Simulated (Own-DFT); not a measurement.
# A change of arrangement and its cost: In32P32, 64 atoms

These are calculations, not measurements. They come from Own-DFT, an in-house plane-wave density functional program, since retired, whose code no person has reviewed. Each row is one single-point run on a periodic cell that was not relaxed, without spin or spin-orbit coupling.

Settings of every run: PBE; PseudoDojo norm-conserving scalar-relativistic files; cutoff 36 hartree; 3 x 3 x 3 k mesh centred on Gamma; Fermi-Dirac smearing of 0.1 eV.

Known limits, some of them of some rows only: not probed for a lower state with spin; forces on such cells moved up to 12 meV/angstrom on a denser k mesh; stress not checked against mesh or cutoff.

All cells hold the same atoms in the same cell, with vectors in Å (11.737, 0.000, 0.000); (0.000, 11.737, 0.000); (0.000, 0.000, 11.737). Every atom was moved at random from its ideal site; u is the rms move along one axis. The defect's site can differ from row to row. E is the free energy of the cell above the lowest run. The arrangements:

- A: zincblende InP
- B: zincblende InP, with one In on a P site and one P on an In site, 2.5 Å apart

```
arrangement,u (Å),E (eV),P (GPa)
A,0.0184,0.000,3.18
A,0.0195,0.110,3.21
A,0.0200,0.060,3.20
A,0.0472,1.974,3.60
A,0.0476,2.010,3.56
A,0.0531,2.412,3.64
B,0.0304,4.545,3.64
B,0.0306,4.783,3.69
B,0.0309,4.847,3.70
B,0.0478,6.151,3.97
B,0.0502,6.317,3.98
B,0.0514,6.079,3.95
```

Question: once the cost of the random moves is taken out, how do the arrangements rank?

## Worked answer

Fit E = a + b u², with one b for all and one a for each arrangement, and with residuals divided by u², since the noise grows with the moves. Then b = 992 eV/Å², the scatter at u = 0.04 Å is 0.16 eV, and against A:

- B: 4.10 ± 0.07 eV (higher)

These are energies of unrelaxed cells. Relaxing the atoms lowers the strained arrangements most, so the gaps would shrink and small ones could change sign.
